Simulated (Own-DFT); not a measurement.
# How HSE06 shifts the pressure of corundum Al2O3, 78 atoms (Al32O46), with two O vacancies

All values are computed. Each geometry was run twice at fixed positions with Own-DFT, a retired in-house plane-wave program that no person has reviewed: with PBE, and with HSE06 (exact exchange share 0.25 at short range, screening 0.11 per bohr, Gygi-Baldereschi treatment of its divergence). Both used PseudoDojo norm-conserving files made for PBE, a cutoff of 48 hartree, the Gamma point alone, fixed occupations, a neutral cell and no spin. The unstrained cell is 7.9 Å across at its thinnest, so Gamma alone is coarse and defects feel their images. The oxygen file's force components were 24 meV/Å off all-electron values in a glass.

Unstrained cell vectors in Å: (5.494, 0.000, 8.660); (-2.747, 4.758, 8.660); (-2.747, -4.758, 8.660), volume V0 = 679.1 Å³, from measured lattice constants. Each geometry has its own random strain of a few per cent, its own defect sites and random moves of rms u per axis. HSE06 gave the energy alone. D is its energy less that of PBE, over the lowest D shown. The PBE stress wasn't checked against mesh or cutoff.

| run | V - V0 (Å³) | u (Å) | P with PBE (GPa) | D (eV) |
|---|---|---|---|---|
| 1 | -7.6 | 0.0534 | 12.91 | 0.498 |
| 2 | -10.3 | 0.0298 | 11.62 | 0.252 |
| 3 | 7.3 | 0.0508 | 7.08 | 1.138 |
| 4 | 1.2 | 0.0319 | 6.56 | 0.755 |
| 5 | 4.0 | 0.0499 | 7.60 | 1.018 |
| 6 | -0.4 | 0.0319 | 6.92 | 0.714 |
| 7 | 20.9 | 0.0476 | 1.42 | 1.576 |
| 8 | 18.3 | 0.0281 | 0.38 | 1.406 |
| 9 | 10.0 | 0.0475 | 5.15 | 1.133 |
| 10 | 24.5 | 0.0498 | 0.99 | 1.778 |
| 11 | -17.6 | 0.0300 | 14.26 | 0.000 |
| 12 | 4.7 | 0.0294 | 5.03 | 0.908 |
| 13 | 22.1 | 0.0326 | -0.03 | ? |

## Working it out

D = 0.64 + 0.0395 (V - V0) + 66 u² eV, with an error of 0.0009 on the volume slope, 14 on the last term and a scatter of 0.04 eV. Pressure is -dE/dV, and 1 eV/Å³ is 160.2 GPa, so HSE06 changes the pressure by -6.3 ± 0.2 GPa. With the ions held to the strained lattice, the PBE pressure falls by 254 ± 8 GPa per unit of volume strain; the shape of the strain isn't fitted, so the true error is larger, and a relaxed crystal would be softer. On that slope HSE06's volume at a given pressure is about 2.5 % smaller, or 0.8 % in lengths. At u = 0 and V0 the PBE pressure is 5.9 GPa, which puts the zero-pressure volume, against the measured cell and with the defects in, at +2.3 % for PBE and -0.2 % for HSE06, each good to a few tenths of a per cent.

## Prediction

Asked: what D should run 13 give?

Estimate: 1.58 eV, with rows scattering by 0.04. Computed: 1.542 eV.
